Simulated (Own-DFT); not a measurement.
Simulation results for Hf36O71 (tetragonal hafnia with one neutral oxygen vacancy, atoms displaced)

All values are calculated (Own-DFT development build). A calculation, not a measurement: plane-wave PBE and HSE06 DFT by an unreviewed code, no spin, of a simulated cell at Gamma alone, so results move with cell size and shape, stress positive in tension, energies less offsets, not probed for a lower state with spin; hafnium file: forces about 75 meV/angstrom off all-electron values; oxygen file: force components 24 meV/angstrom off all-electron in a glass; k mesh not checked against a denser one; forces and stress are PBE's, HSE06 gives the energy alone, and its difference from PBE has offsets of its own; offsets are fitted by least squares, one for each functional and potential file, so energies compare only between cells with the same atoms and settings and are not formation energies; the far tail of each file's local potential was reset to the Coulomb form; each entry is a single point on an unrelaxed cell, so the pressure reflects the starting lattice, taken from the Materials Project, from which strain is counted, and rises with the displacements; printed positions are rounded, which can move forces by about a meV/angstrom; the program is a retired in-house code; no spin-orbit coupling.

Settings shared by all entries: first functional PBE; second functional HSE06; exact exchange share 0.25; screening 0.11 1/bohr; exchange divergence Gygi-Baldereschi; potential files PseudoDojo norm-conserving, scalar-relativistic, made for PBE, standard set; wave cutoff 48 hartree; occupations fixed; k mesh 1 x 1 x 1 centred on Gamma.

(1) 
```xyz
107
Lattice="10.7800 0.0000 0.0000 0.0000 10.7800 0.0000 0.0000 0.0000 10.4493" Properties=species:S:1:pos:R:3:force_x:R:1:force_y:R:1:force_z:R:1 formula=Hf36O71 PBE_energy_of_cell_above_offsets=-83.458 HSE06_less_PBE_above_offsets=0.841 PBE_pressure=7.02 PBE_stress_xx=-6.99 PBE_stress_yy=-7.38 PBE_stress_zz=-6.69 PBE_stress_yz=0.48 PBE_stress_xz=3.12 PBE_stress_xy=0.45
Hf    10.7463    10.7648     0.0712      4.734     -0.456     -1.603
Hf     1.8895     1.8516     2.7620      0.583     -2.837     -5.172
O     10.6843     1.7728     1.5450      1.365      0.258      0.326
O      1.9007     0.0824     3.5288     -0.183     -2.289      1.155
O     10.7476     1.7392     4.1184      0.323      0.342       2.17
O      1.9874     0.2221     0.9471     -5.182     -0.608      2.788
Hf    10.7435    10.6689     5.2824      0.283      0.035     -1.587
Hf     1.7855     1.7635     7.7857      0.784     -1.836      1.933
O     10.7415     1.6504     6.9172      2.093      0.447     -1.973
O      1.7651    10.7158     8.8950      1.577      0.223     -2.116
O      0.1075     1.5954     9.4365     -1.171      4.102     -0.631
O      1.7655     0.0045     6.2168      1.248     -0.628     -0.343
Hf    10.6542     3.6307    10.3833      3.334     -2.572      1.827
Hf     1.6207     5.3800     2.7954      3.279      1.876     -3.743
O     10.7214     5.4617     1.5629      0.556       0.01      1.108
O      1.7765     3.4568     3.6636      -1.34      5.974      2.763
O     10.7669     5.5635     4.3718      1.279     -7.762     -5.393
O      1.7726     3.7404     1.0536     -0.899     -0.171     -0.247
Hf     0.0909     3.6746     5.2814     -3.623     -1.989      0.214
Hf     2.0235     5.3626     7.7935     -5.056     -0.292      4.268
O     10.6065     5.3537     6.7239      2.993      0.108      0.406
O      1.7992     3.5055     8.7898     -0.346      1.345      0.245
O     10.7510     5.3810     9.5347     -0.069      0.553     -1.539
O      1.7767     3.4744     6.2995      0.463      1.116     -0.561
Hf    10.6448     7.1565     0.0548      4.209      1.595     -1.314
Hf     1.8795     9.0672     2.5044      1.037     -1.132      1.038
O      0.1400     8.9204     1.6347      -2.98      0.781     -1.503
O      1.7479     7.3094     3.6380      0.482     -2.702     -0.229
O      0.0008     8.9170     4.1230     -0.671      1.112      1.078
O      1.7173     7.1504     1.0464      0.577     -0.024     -0.602
Hf    10.6000     7.0892     5.2387      0.808      7.987      2.185
Hf     1.8093     8.8192     7.7655     -1.243      2.983      1.993
O     10.6045     8.9932     6.7105      1.752     -0.067      0.488
O      1.8930     7.2237     8.8560      0.187     -2.251     -1.062
O      0.2408     9.0246     9.2831     -2.428     -1.297      1.499
O      1.7439     7.1231     6.1409       -0.5      0.083      2.136
Hf     3.4817     0.0098    10.3710      3.397     -0.188      -0.25
Hf     5.5454     1.6538     2.6162     -0.605      3.843     -2.184
O      3.7561     1.9036     1.6029      -1.63      0.118      1.044
O      5.3496     0.0135     3.6807      0.208     -2.048      1.798
O      3.5113     1.8528     4.2313      0.726     -0.792      0.953
O      5.4411     0.1148     1.1383      0.637     -1.034     -1.183
Hf     3.6845    10.7126     5.2590     -3.102      0.963     -1.622
Hf     5.3168     1.6943     7.8361      2.115      3.391      0.376
O      3.6288     1.8354     6.8035     -0.352     -0.499     -0.729
O      5.3534     0.1101     8.8714      1.396     -3.871      0.175
O      3.6157     1.6946     9.4156     -0.226      3.132     -1.007
O      5.3919    10.7284     6.2206       0.85     -0.062      0.689
Hf     3.5797     3.6209     0.0218       1.23     -1.343      1.311
Hf     5.3301     5.3322     2.7010      1.756     -2.266     -2.998
O      3.6206     5.5467     1.6627     -1.713      0.043     -0.575
O      5.5631     3.4894     3.6592     -2.192      1.441     -0.308
O      3.7102     5.2780     4.0581     -2.383      0.773      3.092
O      5.3388     3.7007     1.1472      0.722     -0.995     -2.199
Hf     3.6202     3.6424     5.2284      1.658     -1.866     -0.232
Hf     5.4879     5.3861     7.8795      1.881     -0.132      0.298
O      3.5941     5.3519     6.9553      3.286      0.304      -4.25
O      5.3100     3.6863     8.8590      0.181     -2.423     -0.492
O      3.6174     5.3265     9.3777     -1.278      1.416      0.387
O      5.4715     3.7262     6.1369     -2.276      0.664      1.658
Hf     3.6571     7.1663     0.0395     -0.965     -0.456      0.476
Hf     5.4401     9.0814     2.5793     -3.616     -2.064     -0.333
O      3.6452     9.0083     1.4244      0.632     -0.342      2.664
O      5.4040     7.0623     3.5689      0.556      4.029      0.987
O      3.4508     8.8789     4.1629       1.42      1.467      1.073
O      5.4953     7.1423     0.8405     -1.041      1.022      1.515
Hf     3.4919     7.1874     5.2927      2.166      0.114     -2.986
Hf     5.4541     8.9242     7.7974      -0.77      0.052      2.193
O      3.7444     8.9193     6.8049     -2.306     -0.084     -0.675
O      5.3332     7.2467     8.8849     -0.263      0.538      -1.65
O      3.5731     9.0083     9.5823      0.264     -1.322     -3.031
O      5.4352     7.1844     6.1950     -1.551      -0.28      0.648
Hf     7.2979     0.0026    10.4126      -1.51      2.146      0.727
Hf     9.0828     1.7866     2.7530      0.345      1.194     -1.201
O      7.3902     1.6978     1.5772     -1.012      0.135     -0.604
O      9.0545    10.6985     3.5108     -0.854      0.688      1.775
O      7.0756     1.9835     4.1694      1.742     -5.836       0.12
O      9.1202    10.7719     0.9997      -3.83     -2.062      0.659
Hf     7.1387    10.7279     5.2228      1.423      2.778      0.132
Hf     9.1168     1.8109     7.8731     -3.817      1.757     -1.493
O      7.2304     1.7633     6.8786     -1.361     -0.997     -0.117
O      8.9914     0.1207     8.8504      -0.76     -2.897      0.849
O      7.1598     1.8832     9.3730      0.302     -2.039      0.894
O      8.9351     0.1049     6.2395      -0.42     -1.296     -0.368
Hf     7.2881     3.5136    10.4108     -3.053      3.424      1.966
Hf     9.0781     5.4934     2.6480     -5.031     -3.411     -1.371
O      7.0620     5.3284     1.5275      3.284      0.684      0.921
O      8.9562     3.6157     3.5807      1.676      1.009      0.244
O      7.2848     5.3096     4.1604      0.065      3.926      0.082
O      9.0336     3.6297     1.0062     -0.654       0.21     -0.732
Hf     7.1315     3.6926     5.1178      2.074     -1.254      2.142
Hf     9.1087     5.4022     7.9692     -2.596      2.955     -3.101
O      8.8170     3.7671     8.7386      0.778     -4.762      3.389
O      6.9842     5.4874     9.3714      1.448     -0.397      0.423
O      8.9675     3.4860     6.2596      1.522      0.242     -0.941
Hf     7.2326     7.3127    10.4209     -3.041     -3.801     -1.003
Hf     8.9831     9.0045     2.5713      1.351     -0.472      0.183
O      7.0382     9.0601     1.5993      4.045     -0.082     -1.453
O      8.9846     7.1802     3.5492      0.462      1.083      0.516
O      7.3900     8.8923     4.1953      -1.19       3.03     -0.856
O      8.9147     7.2119     0.8851      0.654       0.66      3.426
Hf     7.1494     7.2669     5.2191     -0.509     -4.051     -0.638
Hf     8.9098     9.0670     7.7840      1.529     -0.553      0.967
O      7.1868     8.8686     6.7766      -0.19      1.369     -0.543
O      9.0150     7.1677     8.8991      0.431      1.659     -0.634
O      7.3073     8.9798     9.3561     -0.301       1.94     -0.343
O      8.8902     7.2241     6.1523     -0.063      -0.24      1.347
```

Units: PBE_energy_of_cell_above_offsets, HSE06_less_PBE_above_offsets in eV; PBE_pressure, PBE_stress_xx, PBE_stress_yy, PBE_stress_zz, PBE_stress_yz, PBE_stress_xz, PBE_stress_xy in GPa; force_x, force_y, force_z in eV/Å.

(2) 
```xyz
107
Lattice="10.7800 0.0000 0.0000 0.0000 10.7800 0.0000 0.0000 0.0000 10.4493" Properties=species:S:1:pos:R:3:force_x:R:1:force_y:R:1:force_z:R:1 formula=Hf36O71 PBE_energy_of_cell_above_offsets=-100.958 HSE06_less_PBE_above_offsets=-0.121 PBE_pressure=0.76 PBE_stress_xx=-0.53 PBE_stress_yy=-0.43 PBE_stress_zz=-1.33 PBE_stress_yz=0.15 PBE_stress_xz=-0.06 PBE_stress_xy=0
Hf     0.0105    10.7633     0.0017      0.251        1.1       0.28
Hf     1.8638     1.8220     2.5994     -0.874     -0.255      0.431
O      0.0439     1.8008     1.5552     -0.764     -0.021      0.575
O      1.7960    10.7718     3.6289      0.317      0.019     -0.263
O      0.0289     1.7691     4.1746     -0.553      1.082      0.292
O      1.7922     0.0324     1.0282      0.469     -0.515     -0.109
Hf     0.0002     0.0521     5.2298      0.179     -1.167     -0.589
Hf     1.7747     1.8311     7.8209      0.507     -0.102      0.274
O      0.0067     1.8607     6.8398     -0.463     -0.467     -0.635
O      1.7826     0.0165     8.9079     -0.036     -0.735      -0.76
O      0.0138     1.7956     9.4375     -0.161     -0.447     -0.031
O      1.7346    10.7488     6.2162      0.868      0.043      0.431
Hf    10.7579     3.5848    10.4474      0.332      0.085     -0.587
Hf     1.7961     5.3966     2.5535     -0.534     -0.593       0.27
O     10.7365     5.3768     1.5811      0.974      0.562     -0.087
O      1.7882     3.6249     3.6595      0.053     -0.172     -0.194
O      0.0226     5.3940     4.1381     -0.308      -0.05      0.777
O      1.8040     3.6318     1.0757      0.168      0.064     -0.644
Hf    10.7339     3.6448     5.1975      0.781     -0.799       0.29
Hf     1.7629     5.4479     7.7717      0.594     -1.286      1.485
O      0.0064     5.4006     6.8227     -0.613      0.209     -1.016
O      1.7656     3.5866     8.7829      0.187      0.845      0.879
O     10.7270     5.4193     9.4227      0.357     -0.123      0.198
O      1.7477     3.5726     6.2863      0.476      0.365     -1.221
Hf    10.7400     7.1906     0.0208      0.536     -0.972     -0.562
Hf     1.8306     9.0123     2.5458     -0.666       0.22      1.202
O      0.0284     9.0235     1.6284     -0.663     -0.259      -0.98
O      1.7618     7.1605     3.5638      0.438      0.593      0.556
O      0.0140     8.9733     4.1063     -0.478      0.145      1.188
O      1.8464     7.1713     0.9858     -0.922      0.087      0.277
Hf     0.0494     7.1812     5.2056     -1.318      0.831     -0.513
Hf     1.7896     8.9809     7.8251      0.061      0.579       0.13
O     10.7728     9.0071     6.7475      0.245     -0.448       0.84
O      1.7718     7.1739     8.8450      0.074      0.971     -0.299
O     10.7607     8.9667     9.4589      0.023      0.264     -0.487
O      1.8122     7.2393     6.2539      0.224     -0.374     -0.231
Hf     3.6146     0.0020    10.4294     -0.325      0.602      0.502
Hf     5.4552     1.8545     2.6208     -1.253     -0.676      0.044
O      3.5916     1.8087     1.5913      0.547      0.232     -0.254
O      5.4054     0.0452     3.6382      0.707     -0.613     -0.108
O      3.5602     1.7841     4.1888     -0.092       0.37      0.238
O      5.3725     0.0026     1.0146      0.757     -0.112     -0.197
Hf     3.5638    10.7464     5.1980      0.074      1.214      0.659
Hf     5.3938     1.7785     7.8772     -0.318      0.219     -1.306
O      3.5880     1.7478     6.8158     -0.021      0.038      0.258
O      5.4329    10.7770     8.8617     -0.291     -0.113     -0.108
O      3.6063     1.7993     9.4254      0.251      0.242      0.128
O      5.3870    10.7780     6.2228      0.454      0.028     -0.083
Hf     3.5979     3.5862     0.0470     -0.535      0.058     -0.809
Hf     5.3610     5.4481     2.5383      1.325     -0.754      1.057
O      3.6207     5.3776     1.5714     -0.227      0.122     -0.033
O      5.3776     3.5995     3.6285      0.435      0.436     -0.011
O      3.5746     5.3554     4.1775      0.266      1.257      0.111
O      5.3857     3.5593     1.0275      0.263      0.312     -0.096
Hf     3.5698     3.6152     5.1985       0.07     -1.149      0.752
Hf     5.3560     5.3519     7.8871      1.116      0.431     -0.698
O      3.6192     5.3523     6.8661     -0.866      0.273      -0.93
O      5.3888     3.5878     8.8272     -0.052     -0.255      0.851
O      3.5436     5.4306     9.4552      0.487     -0.673      0.105
O      5.4011     3.5476     6.2545     -0.232      0.071     -0.544
Hf     3.6061     7.2123     0.0166     -0.287       -0.4     -0.859
Hf     5.4079     8.9599     2.6034     -0.178      1.457     -0.177
O      3.6048     9.0097     1.6001      0.527     -0.291     -0.016
O      5.4253     7.2246     3.6062     -0.493     -0.693     -0.245
O      3.5946     8.9959     4.2129      0.051     -0.931     -0.293
O      5.3880     7.1890     0.9966       0.06     -0.103      0.588
Hf     3.5888     7.1862     5.2077      0.782      -0.05      0.017
Hf     5.4258     8.9776     7.8456      0.407      0.055     -0.564
O      3.6280     9.0300     6.8341     -0.723     -0.281       0.19
O      5.4243     7.1757     8.8423     -0.325      0.482      0.033
O      3.6248     8.9990     9.4962      -0.13     -0.387      -0.84
O      5.3991     7.1727     6.1588     -0.796      0.206      0.245
Hf     7.2219     0.0094    10.4230     -1.023     -0.008      0.159
Hf     8.9838     1.7543     2.6893      0.737      0.981     -1.653
O      7.1718     1.7919     1.6078      1.066       0.34      0.152
O      8.9450     0.0295     3.6028     -0.444      -1.05      0.808
O      8.9287    10.7622     1.0379      0.932     -0.137     -0.026
Hf     7.1602     0.0169     5.1811     -0.113      0.449      0.724
Hf     8.9853     1.7340     7.7880      0.269      1.029      0.634
O      7.2472     1.8131     6.7467     -1.044     -0.322     -0.018
O      8.9666    10.7798     8.8610      0.157     -0.208      0.145
O      7.1863     1.7928     9.4179      -0.14       0.13      0.066
O      9.0209     0.0502     6.2439      -0.68     -0.051     -0.223
Hf     7.2036     3.5752     0.0303      0.717      0.782     -0.667
Hf     8.9779     5.4136     2.6005     -0.318     -0.601      0.064
O      7.2203     5.3818     1.5963     -1.096      0.017     -0.352
O      8.9223     3.5712     3.6073      0.098     -0.031      0.582
O      7.2127     5.4080     4.1650     -0.281     -0.598      0.318
O      9.0244     3.6609     0.9801     -1.121     -0.501      0.545
Hf     7.1912     3.5658     5.2058     -0.532       0.39      0.082
Hf     8.9412     5.3765     7.7930     -0.111     -0.093      0.799
O      7.1722     5.3954     6.7977     -0.342     -0.173      0.368
O      8.9888     3.5775     8.9020     -0.304      0.028     -0.836
O      7.1363     5.4292     9.4332      0.285     -0.714      0.306
O      8.9603     3.6083     6.2771      0.456      0.334     -0.657
Hf     7.1676     7.2372    10.4302      0.359     -0.507      -0.56
Hf     8.9893     8.9862     2.6048      0.413     -0.403      0.284
O      7.1791     8.9392     1.5798     -0.006       0.02      0.147
O      8.9692     7.1406     3.6364      0.237      1.166     -0.324
O      7.2233     8.9529     4.2466     -0.014      1.488     -1.217
O      8.9664     7.1900     0.9941      0.065      0.351      0.481
Hf     7.1933     7.2078     5.1495       0.32     -1.338      1.504
Hf     9.0276     8.9641     7.8656     -0.701     -0.249     -0.988
O      7.2048     8.9541     6.8172      0.049       0.36      0.285
O      8.9971     7.2025     8.8559     -0.164     -0.222      0.037
O      7.1842     9.0144     9.3798      0.049     -0.331      0.569
O      8.9580     7.2033     6.2403      1.025     -0.245     -0.307
```

Units: PBE_energy_of_cell_above_offsets, HSE06_less_PBE_above_offsets in eV; PBE_pressure, PBE_stress_xx, PBE_stress_yy, PBE_stress_zz, PBE_stress_yz, PBE_stress_xz, PBE_stress_xy in GPa; force_x, force_y, force_z in eV/Å.
